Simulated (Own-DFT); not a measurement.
Simulation results for GaN (wurtzite, strained, atoms displaced)

All values are calculated (Own-DFT development build). A calculation, not a measurement: plane-wave PBE density functional theory by an unreviewed code, no spin, of a simulated periodic cell, stress positive in tension, free energy of the whole cell less one offset for each atom, forces on such cells passed a denser k mesh, this cell's mesh not checked; offsets are fitted by least squares, one for each functional and potential file, so energies compare only between cells with the same atoms and settings and are not formation energies; the far tail of each file's local potential was reset to the Coulomb form; each entry is a single point on an unrelaxed cell, so the pressure reflects the starting lattice, mostly measured values (interpolated for alloys), from which strain is counted, and rises with the displacements; printed positions are rounded, which can move forces by about a meV/angstrom; the program, named Own-DFT, is a retired in-house code; no spin-orbit coupling.

Settings shared by all entries: functional PBE; potential files PseudoDojo norm-conserving, scalar-relativistic, standard set with the stringent files for Ga; wave cutoff 96 hartree; occupations Gaussian; smearing width 0.01 eV; k mesh 3 x 4 x 3 centred on Gamma.

(1) GaN (wurtzite, strained, atoms displaced)

```
GaN
1.0
     12.7560     0.0000     0.0000
     -4.7835     8.2853     0.0000
      0.0000     0.0000    10.2922
Ga N Ga N Ga N Ga N Ga N Ga N Ga N Ga N Ga N Ga N Ga N Ga N Ga N Ga N Ga N Ga N Ga N Ga N Ga N Ga N Ga N Ga N Ga N Ga N
2 2 2 2 2 2 2 2 2 2 2 2 2 2 2 2 2 2 2 2 2 2 2 2 2 2 2 2 2 2 2 2 2 2 2 2 2 2 2 2 2 2 2 2 2 2 2 2
Direct
  0.08865 0.23199 0.00373
  0.16190 0.11127 0.25660
  0.08429 0.22500 0.17743
  0.16866 0.10788 0.42817
  0.08202 0.21707 0.50128
  0.17257 0.11283 0.74738
  0.08349 0.22292 0.69805
  0.16465 0.10497 0.93386
  0.08615 0.55432 0.99494
  0.17008 0.44864 0.24906
  0.07770 0.55087 0.19187
  0.17030 0.44377 0.43378
  0.08541 0.55801 0.49613
  0.16955 0.45135 0.75354
  0.08221 0.55821 0.67982
  0.16605 0.44749 0.93339
  0.07965 0.88672 0.00065
  0.16687 0.78030 0.24880
  0.07724 0.87592 0.18623
  0.16454 0.77711 0.44704
  0.08670 0.89527 0.50460
  0.16748 0.77517 0.74467
  0.08987 0.89095 0.69445
  0.17278 0.77461 0.93744
  0.31645 0.19877 0.99700
  0.41366 0.10639 0.25495
  0.33873 0.23165 0.18461
  0.41967 0.10860 0.43538
  0.32990 0.22413 0.50598
  0.41148 0.10685 0.74540
  0.33622 0.22326 0.68556
  0.41208 0.11709 0.93539
  0.33929 0.56064 0.00627
  0.41618 0.44505 0.25745
  0.33735 0.55580 0.18784
  0.42113 0.45313 0.43274
  0.33720 0.55035 0.50577
  0.41194 0.44509 0.74439
  0.33473 0.55087 0.68533
  0.41571 0.44859 0.93989
  0.33389 0.89836 0.00654
  0.42076 0.78264 0.24723
  0.33123 0.88221 0.18790
  0.41106 0.77552 0.44105
  0.33960 0.89846 0.49844
  0.40617 0.77254 0.75113
  0.32526 0.87736 0.68526
  0.41695 0.77863 0.94980
  0.59053 0.22875 0.99541
  0.65895 0.10575 0.24983
  0.59196 0.22913 0.19252
  0.66739 0.10870 0.43466
  0.58477 0.22213 0.49496
  0.66585 0.11162 0.75922
  0.58782 0.22055 0.69026
  0.67525 0.11979 0.94283
  0.59164 0.56592 0.00126
  0.66039 0.44388 0.25461
  0.58482 0.54946 0.18874
  0.66303 0.43530 0.43662
  0.57835 0.54819 0.49317
  0.66437 0.43849 0.74680
  0.57911 0.55303 0.69100
  0.66944 0.44571 0.94190
  0.58026 0.89015 0.99126
  0.66935 0.77834 0.26015
  0.59323 0.89463 0.19500
  0.66784 0.78453 0.43065
  0.58673 0.87782 0.50111
  0.66589 0.77893 0.74528
  0.58699 0.89375 0.69255
  0.66614 0.77864 0.94868
  0.82917 0.21281 0.99646
  0.91013 0.10507 0.25013
  0.84097 0.22649 0.19203
  0.91288 0.11390 0.43461
  0.83604 0.22551 0.50479
  0.91557 0.10838 0.74319
  0.82947 0.21537 0.68700
  0.92713 0.11168 0.93001
  0.83602 0.56453 0.99730
  0.91167 0.43763 0.25683
  0.83572 0.55038 0.19357
  0.92497 0.45221 0.43916
  0.83999 0.55956 0.49795
  0.92203 0.45069 0.73781
  0.82808 0.55464 0.68234
  0.92326 0.44988 0.93761
  0.83127 0.89439 0.01053
  0.91189 0.77444 0.25666
  0.82918 0.88535 0.19261
  0.92058 0.78507 0.44634
  0.82639 0.87985 0.50757
  0.90883 0.78290 0.74290
  0.83977 0.89892 0.68840
  0.91717 0.78240 0.93556
```

- free energy of cell above offsets: -3.239 eV
- pressure: 8.75 GPa
- stress xx: -7.53 GPa
- stress yy: -6.62 GPa
- stress zz: -12.11 GPa
- stress yz: 0.02 GPa
- stress xz: -0.87 GPa
- stress xy: 0.88 GPa

Force:
```tsv
element	x (eV/Å)	y (eV/Å)	z (eV/Å)
Ga	0.068	-0.806	-2.703
Ga	0.594	-0.02	-4.205
N	0.064	-0.548	3.356
N	-0.297	0.664	3.716
Ga	-0.608	0.728	-0.065
Ga	-1.305	-0.348	0.683
N	0.809	0.282	-1.82
N	-1.468	-0.165	0.032
Ga	-0.836	0.358	1.465
Ga	-0.603	-0.166	-0.556
N	1.038	0.676	-0.404
N	0.136	-0.46	1.274
Ga	1.302	-0.108	-0.48
Ga	-0.527	-0.795	-1.223
N	1.224	-0.304	0.829
N	1.468	0.22	1.12
Ga	0.609	-0.576	-0.737
Ga	-0.199	-1.46	0.749
N	-0.488	1.676	0.709
N	0.518	1.266	-1.356
Ga	0.435	-0.817	0.086
Ga	-0.966	-0.429	1.334
N	-1.577	0.057	-0.866
N	-1.042	0.702	-0.206
Ga	1.313	3.675	1.25
Ga	0.122	1.008	-2.013
N	-0.425	-1.835	0.891
N	-1.201	1.298	1.328
Ga	0.977	-0.154	-2.29
Ga	1.346	-0.158	0.591
N	-0.323	0.18	0.217
N	2.168	-0.691	-0.231
Ga	-0.362	-1.077	-0.965
Ga	0.367	-0.02	-3.301
N	-0.401	0.491	1.027
N	-0.374	-1.657	2.218
Ga	-1.927	1.08	-1.913
Ga	1.545	-0.219	2.625
N	-1.465	0.902	0.79
N	0.715	-0.762	-0.735
Ga	0.336	-0.636	-1.372
Ga	0.525	-0.669	0.631
N	-0.039	1.124	0.929
N	1.552	-0.109	-0.157
Ga	-0.628	-1.943	0.001
Ga	1.662	0.348	0.565
N	1.159	1.821	0.028
N	-1.027	0.702	-1.778
Ga	-1.444	-0.234	1.412
Ga	1.817	1.356	0.175
N	-1.666	-1.207	-1.173
N	0.06	-0.084	1.302
Ga	0.935	-1.059	0.826
Ga	0.586	0.129	-1.506
N	-1.455	-0.617	-0.445
N	-2.132	-1.847	-0.593
Ga	-1.119	-2.303	0.067
Ga	2.07	-0.092	-1.134
N	-1.374	1.525	0.553
N	0.129	1.837	1.024
Ga	1.588	0.86	1.237
Ga	-0.295	0.679	0.691
N	0.611	0.395	-1.157
N	-0.225	0.605	-1.098
Ga	1.105	0.254	1.815
Ga	-0.557	-0.789	-3.997
N	-1.226	-1.404	-1.543
N	1.362	-1.989	3.659
Ga	-2.922	2.094	0.226
Ga	0.225	-0.385	1.529
N	-0.854	-0.898	-0.098
N	0.176	1.271	-1.93
Ga	3.135	2.604	1.2
Ga	0.825	1.025	-0.287
N	-1.484	-1.285	-1.125
N	1.293	-0.898	1.312
Ga	-0.833	-0.206	-1.37
Ga	0.076	1.808	1.386
N	0.065	0.93	0.772
N	-1.754	-0.357	1.238
Ga	1.172	-0.871	0.673
Ga	0.789	0.568	-1.273
N	-1.642	0.79	-0.258
N	-1.178	-1.1	0.844
Ga	-0.75	-0.486	-0.428
Ga	-1.052	-0.918	1.872
N	0.513	0.534	0.641
N	-1.216	-0.808	-0.965
Ga	1.03	0.148	-1.784
Ga	0.773	-0.426	-0.657
N	0.873	0.053	0.482
N	-0.587	-0.328	-0.362
Ga	0.538	1.529	-1.749
Ga	2.865	-1.105	1.506
N	-1.975	-1.602	-0.48
N	-0.833	-0.019	-0.096
```

(2) GaN (wurtzite, strained, atoms displaced)

```
GaN
1.0
     12.7560     0.0000     0.0000
     -4.7835     8.2853     0.0000
      0.0000     0.0000    10.2922
Ga N Ga N Ga N Ga N Ga N Ga N Ga N Ga N Ga N Ga N Ga N Ga N Ga N Ga N Ga N Ga N Ga N Ga N Ga N Ga N Ga N Ga N Ga N Ga N
2 2 2 2 2 2 2 2 2 2 2 2 2 2 2 2 2 2 2 2 2 2 2 2 2 2 2 2 2 2 2 2 2 2 2 2 2 2 2 2 2 2 2 2 2 2 2 2
Direct
  0.08064 0.20950 0.00375
  0.16783 0.11598 0.25256
  0.08391 0.22206 0.18829
  0.16599 0.10963 0.43496
  0.08276 0.21688 0.49865
  0.16968 0.11732 0.75579
  0.07528 0.21794 0.68841
  0.16257 0.10603 0.94966
  0.08576 0.55544 0.99958
  0.16285 0.44545 0.25202
  0.07676 0.55305 0.18138
  0.17041 0.44160 0.43698
  0.08257 0.55549 0.50362
  0.16759 0.45157 0.74953
  0.08481 0.55146 0.69430
  0.16835 0.45420 0.94131
  0.08544 0.88303 0.00159
  0.16745 0.77927 0.25518
  0.07965 0.88713 0.19253
  0.16285 0.77033 0.43472
  0.08179 0.88290 0.49790
  0.17346 0.78071 0.74738
  0.08752 0.89070 0.69129
  0.17767 0.77701 0.94349
  0.32825 0.22867 0.00948
  0.41846 0.11596 0.24831
  0.32961 0.21230 0.18771
  0.41926 0.11434 0.43845
  0.33036 0.21465 0.50065
  0.41840 0.11012 0.74758
  0.33607 0.22189 0.69080
  0.40750 0.09364 0.94731
  0.34583 0.56138 0.00807
  0.42239 0.45030 0.24992
  0.33964 0.55479 0.19365
  0.42034 0.44572 0.44495
  0.33339 0.54723 0.49539
  0.41176 0.43469 0.74603
  0.33347 0.56557 0.68984
  0.42321 0.45099 0.93989
  0.32866 0.88857 0.00360
  0.41891 0.77884 0.25338
  0.32396 0.87579 0.19417
  0.41511 0.77401 0.44654
  0.33239 0.88598 0.49179
  0.41558 0.78294 0.74863
  0.33752 0.88601 0.68852
  0.41628 0.77899 0.94218
  0.57266 0.20954 0.00408
  0.66343 0.10264 0.24529
  0.58277 0.22146 0.18283
  0.67137 0.11244 0.44160
  0.58536 0.23874 0.50017
  0.67696 0.12620 0.74374
  0.58858 0.22399 0.69541
  0.66101 0.11181 0.93816
  0.57496 0.55696 0.00704
  0.67032 0.44930 0.24974
  0.58312 0.54871 0.18496
  0.66107 0.43411 0.42875
  0.58090 0.55870 0.49848
  0.66832 0.44289 0.74732
  0.58120 0.54166 0.69723
  0.67135 0.44437 0.94408
  0.57569 0.87719 0.00563
  0.66678 0.78029 0.25417
  0.58233 0.88575 0.19090
  0.66988 0.77307 0.43422
  0.59022 0.89323 0.50181
  0.66899 0.77849 0.74977
  0.57950 0.89247 0.68862
  0.66977 0.76788 0.93481
  0.82841 0.21427 0.00375
  0.91599 0.11768 0.24854
  0.83069 0.22312 0.18919
  0.91833 0.11669 0.43588
  0.84204 0.22535 0.49800
  0.92359 0.11557 0.74270
  0.83458 0.22273 0.68407
  0.91016 0.11173 0.93886
  0.82980 0.55455 0.00091
  0.91734 0.44359 0.24982
  0.83353 0.55975 0.18691
  0.92211 0.44093 0.44036
  0.82653 0.56959 0.50427
  0.90695 0.44969 0.74677
  0.83175 0.55907 0.69232
  0.91158 0.44758 0.93695
  0.83251 0.89075 0.00328
  0.90535 0.77467 0.24809
  0.84004 0.89598 0.17756
  0.91109 0.77175 0.42687
  0.83783 0.89788 0.50498
  0.91898 0.77384 0.75405
  0.83693 0.89603 0.67753
  0.92457 0.77903 0.94564
```

* free energy of cell above offsets: -3.481 eV
* pressure: 8.84 GPa
* stress xx: -8.42 GPa
* stress yy: -7.07 GPa
* stress zz: -11.04 GPa
* stress yz: 0.66 GPa
* stress xz: -0.4 GPa
* stress xy: -0.64 GPa

Force:
```tsv
element	x (eV/Å)	y (eV/Å)	z (eV/Å)
Ga	-1.881	2.008	-0.594
Ga	-0.287	-1.32	-0.995
N	-0.355	0.38	0.652
N	0.254	-0.405	1.356
Ga	-0.047	0.746	0.036
Ga	-0.454	-0.683	-0.011
N	3.501	1.714	-0.642
N	0.96	0.316	-1.728
Ga	-1.341	-0.208	-0.806
Ga	0.344	0.157	-1.026
N	1.079	0.35	1.703
N	-0.89	-0.182	0.501
Ga	0.776	-0.58	0.193
Ga	0.981	-0.951	1.153
N	-2.099	1.148	-1.031
N	2.071	-1.876	-0.141
Ga	0.775	-0.221	0.879
Ga	-1.716	-0.941	-1.651
N	0.212	0.22	0.133
N	0.195	0.673	1.703
Ga	-0.397	0.2	-0.093
Ga	-0.259	-0.592	0.97
N	-0.322	-0.006	-0.487
N	-3.155	-0.714	-1.641
Ga	1.313	-0.673	-1.798
Ga	0.517	-1.144	0.044
N	-0.155	1.703	1.444
N	-0.239	-0.423	0.122
Ga	0.063	0.597	-0.201
Ga	0.486	-0.496	1.271
N	-0.69	-1.031	-0.341
N	-0.852	3.36	-1.677
Ga	-2.439	-0.295	-1.18
Ga	0.001	-1.467	0.847
N	-1.087	0.154	0.174
N	-0.257	-1.255	-1.088
Ga	-0.703	1.201	1.185
Ga	-0.304	2.299	0.816
N	1.022	-1.881	-0.507
N	-1.617	-1.97	-0.725
Ga	2.081	-1.07	1.338
Ga	-0.869	-0.374	0.599
N	1.755	1.659	-0.072
N	0.883	0.216	-1.199
Ga	0.206	0.24	0.938
Ga	1.582	-0.591	1.029
N	-1.747	1.429	-1.196
N	-0.041	-0.305	-0.17
Ga	0.597	1.459	-1.766
Ga	-0.394	1.594	1.207
N	0.112	-0.146	2.128
N	-0.639	0.331	-0.721
Ga	1.245	-3.616	0.966
Ga	-0.32	-2.379	1.474
N	-1.393	0.215	-1.597
N	1.111	-1.058	0.076
Ga	3.552	-0.155	-1.799
Ga	0.432	-1.06	-1.73
N	-0.348	1.321	1.78
N	-0.038	3.301	1.433
Ga	1.171	-0.504	1.183
Ga	-0.44	-0.232	2.585
N	-0.926	1.788	-1.895
N	-2.238	-0.848	-0.831
Ga	1.032	1.561	-1.854
Ga	0.928	-0.317	-1.598
N	0.221	-0.475	0.012
N	-0.21	0.827	1.238
Ga	-0.953	-0.223	0.079
Ga	-0.724	-0.152	-0.386
N	1.717	0.016	0.25
N	-1.058	1.112	0.805
Ga	-1.118	1.407	-1.157
Ga	0.608	-0.456	-0.317
N	0.066	-0.278	0.231
N	1.043	-1.096	-0.229
Ga	-1.832	0.087	0.141
Ga	-2.965	-0.944	2.111
N	0.827	0.904	0.239
N	1.552	-0.439	-0.745
Ga	0.631	0.139	0.103
Ga	-0.85	0.499	0.221
N	0.224	-0.799	0.72
N	-1.544	1.101	-0.241
Ga	1.345	-2.019	-0.85
Ga	3.084	-1.26	1.139
N	-0.749	0.694	-1.633
N	1.153	-0.58	-0.003
Ga	0.52	-0.316	-2.58
Ga	1.94	0.549	-1.341
N	-1.795	-0.016	3.105
N	0.077	1.514	2.453
Ga	0.104	-0.604	-3.105
Ga	-0.348	1.522	0.608
N	0.285	-1.11	3.311
N	-1.545	0.027	-1.301
```
